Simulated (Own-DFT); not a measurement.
# How strain changes the stress of C40 NbSi2, 36 atoms (Nb12Si24)

These are calculations, not measurements. The program, named Own-DFT, is a retired in-house plane-wave density functional code that no person has reviewed. Each row is one single-point run on a periodic cell that was not relaxed, without spin or spin-orbit coupling.

Settings of every run: PBE; PseudoDojo norm-conserving scalar-relativistic files; cutoff 42 hartree; 4 x 4 x 5 k mesh centred on Gamma; cold (Marzari-Vanderbilt) smearing of 0.2 eV.

Known limits: forces on such cells failed a check on a denser k mesh; stress not checked against mesh or cutoff.

Unstrained cell vectors in Å: (0.000, 8.324, 0.000); (-9.613, 0.000, 0.000); (0.000, 0.000, 6.586). The unstrained cell was taken from the Materials Project. The random moves and any unrelaxed bonds add to the pressure at no strain. Each run strains this cell uniformly, with the atoms carried along. Every atom was also moved at random, by a Gaussian of width 0.05 Å on each axis. Strain is the symmetric tensor, in per cent. Stress is positive in tension, and the pressure is minus a third of its trace.

```
run,e_xx (%),e_yy (%),e_zz (%),e_yz (%),e_xz (%),e_xy (%),s_xx (GPa),s_yy (GPa),s_zz (GPa),s_yz (GPa),s_xz (GPa),s_xy (GPa),P (GPa),E (meV/atom)
1,1.69,1.16,-0.42,-0.95,-0.07,-1.02,4.02,2.83,-3.12,-3.34,-0.19,-2.46,-1.24,6.7
2,1.92,0.08,0.92,-0.54,-0.29,-0.79,4.97,0.08,2.39,-1.18,-0.99,-1.88,-2.48,4.1
3,1.81,-1.72,-0.96,-1.40,0.54,0.72,2.42,-8.32,-7.56,-4.54,1.59,1.64,4.49,17.3
4,1.02,-0.16,-1.03,0.97,0.30,-1.97,0.11,-3.20,-8.84,2.75,1.51,-6.05,3.97,38.3
5,-0.48,1.67,1.82,1.64,1.30,-1.52,-2.11,4.67,4.99,4.34,3.47,-4.57,-2.52,21.8
6,1.68,0.24,1.61,0.17,0.57,0.36,4.65,1.16,4.59,0.68,1.98,1.00,-3.47,9.7
7,-0.99,-1.44,1.15,-1.72,-0.96,-0.39,-5.86,-8.50,-0.53,-5.39,-3.30,-1.04,4.96,27.0
8,1.88,-1.04,0.80,0.88,-0.42,1.71,2.92,-3.53,0.62,2.56,-1.20,4.89,-0.01,18.2
9,0.01,0.91,0.70,0.89,0.46,0.93,-0.58,1.78,0.10,2.63,1.30,2.75,-0.43,0.0
10,-0.36,-0.03,0.81,1.80,1.48,-0.13,-2.48,-2.31,-0.80,4.69,4.47,-0.47,1.87,15.2
11,-0.02,1.89,-0.61,1.26,1.37,-1.32,-1.21,3.59,-4.91,4.06,4.38,-3.55,0.84,15.1
12,1.74,0.15,-0.55,-1.70,0.99,-1.80,2.45,-0.88,-5.42,-5.27,2.89,-4.66,1.28,33.7
13,0.15,1.83,-0.26,0.71,0.56,1.50,-0.31,3.36,-3.17,2.39,1.47,4.09,0.04,12.2
14,-1.85,0.81,-1.01,1.26,1.63,-0.44,-9.73,-1.48,-9.87,4.16,5.86,-1.06,7.03,32.1
15,-1.90,-1.52,-0.66,-1.05,1.51,0.83,-12.57,-10.03,-11.28,-3.89,5.19,3.46,11.29,57.1
16,0.54,-0.57,1.57,-0.30,-1.88,0.59,?,?,?,?,?,?,?,?
```

E is the free energy for each atom above the lowest run shown.

## Worked fit

Each stress component was fitted by least squares to a constant and the strains of the runs shown, as fractions, with shears doubled. Shear strains stay in the fit of a normal stress only where such slopes are resolved. The slopes, in GPa:

| stress | at no strain | per e_xx | per e_yy | per e_zz | scatter |
|---|---|---|---|---|---|
| s_xx | -2.7 | 361 ± 15 | 92 ± 17 | 81 ± 20 | 0.76 |
| s_yy | -2.6 | 86 ± 9 | 365 ± 10 | 81 ± 12 | 0.43 |
| s_zz | -4.2 | 104 ± 11 | 92 ± 12 | 463 ± 15 | 0.56 |

Each shear stress against twice its own strain: yz 152 ± 6, xz 154 ± 8, xy 144 ± 5 GPa. These are stiffnesses along x, y and z of the frame in which the cell vectors are given, which need not be the crystal's axes. The atoms are held to the strained lattice; where symmetry lets them move under strain, relaxing them would lower some slopes. The table should be nearly symmetric about its diagonal, and what it lacks of that shows the noise. A ninth of its sum, 192 ± 5 GPa, estimates the bulk modulus near the mean pressure of these runs, 1.7 GPa, so it lies above the value at zero pressure.

## Withheld run

Question: what normal stresses and pressure should run 16 give?

The fit gives s_xx = 0.0, s_yy = -2.9, s_zz = 3.1 and P = -0.1 GPa. The calculation gave 0.20, -3.18, 2.27 and P = 0.24 GPa.
